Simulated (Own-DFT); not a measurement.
# One host, several defects: D0_22 TiAl3

Source: density functional calculations with Own-DFT, an unreviewed in-house program that is no longer used. Nothing was measured or relaxed, and spin and spin-orbit coupling are left out.

Common settings: PBEsol; PseudoDojo norm-conserving scalar-relativistic files, made for PBE; cutoff 42 hartree; 4 x 4 x 4 k mesh centred on Gamma; cold (Marzari-Vanderbilt) smearing of 0.2 eV.

Keep in mind: forces on such cells failed a check on a denser k mesh; stress not checked against mesh or cutoff.

All runs share one cell, with vectors in Å (-2.365, -6.981, 4.326); (-7.667, 3.491, 1.442); (-2.950, -3.488, -7.241) and a volume of 625.4 Å³. Atoms were moved at random from their sites; u is the rms move along one axis. The defect's site can differ from row to row.

```
cell,formula,u (Å),P (GPa)
no defect,Al30Ti10,0.0201,0.09
no defect,Al30Ti10,0.0491,0.73
no defect,Al30Ti10,0.0565,0.87
two Al on a Ti site each,Al32Ti8,0.0295,1.17
two Al on a Ti site each,Al32Ti8,0.0299,1.20
two Al on a Ti site each,Al32Ti8,0.0507,?
two Al on a Ti site each,Al32Ti8,0.0513,1.71
two Al vacancies,Al28Ti10,0.0284,-0.82
two Al vacancies,Al28Ti10,0.0322,-0.60
two Al vacancies,Al28Ti10,0.0447,-0.30
two Ti on an Al site each,Al28Ti12,0.0296,1.02
two Ti on an Al site each,Al28Ti12,0.0455,1.49
two Ti on an Al site each,Al28Ti12,0.0474,1.62
```

## Working it out

P = P0 + c u² + a shift for each defect gives P0 = -0.08 GPa, c = 321 ± 25 GPa/Å² and a scatter of 0.07 GPa. The shifts, and each times the cell's volume:

- two Al on a Ti site each: 0.97 ± 0.06 GPa, 3.8 eV (1.9 eV for each of its 2 sites)
- two Ti on an Al site each: 0.90 ± 0.06 GPa, 3.5 eV (1.8 eV for each of its 2 sites)
- two Al vacancies: -0.90 ± 0.06 GPa, -3.5 eV (-1.8 eV for each of its 2 sites)

Positive is outwards. The product with the volume (160.2 GPa Å³ to the eV) is nearly free of the cell's size; divided by the bulk modulus at the cell's pressure it gives the volume that the defect adds. The atoms around the defects weren't relaxed, which would change these numbers.

## Test on the hidden row

Q: what pressure belongs in the blank (two Al on a Ti site each, u = 0.0507 Å)?

From the fit: 1.71 ± 0.09 GPa. Computed: 1.68 GPa.
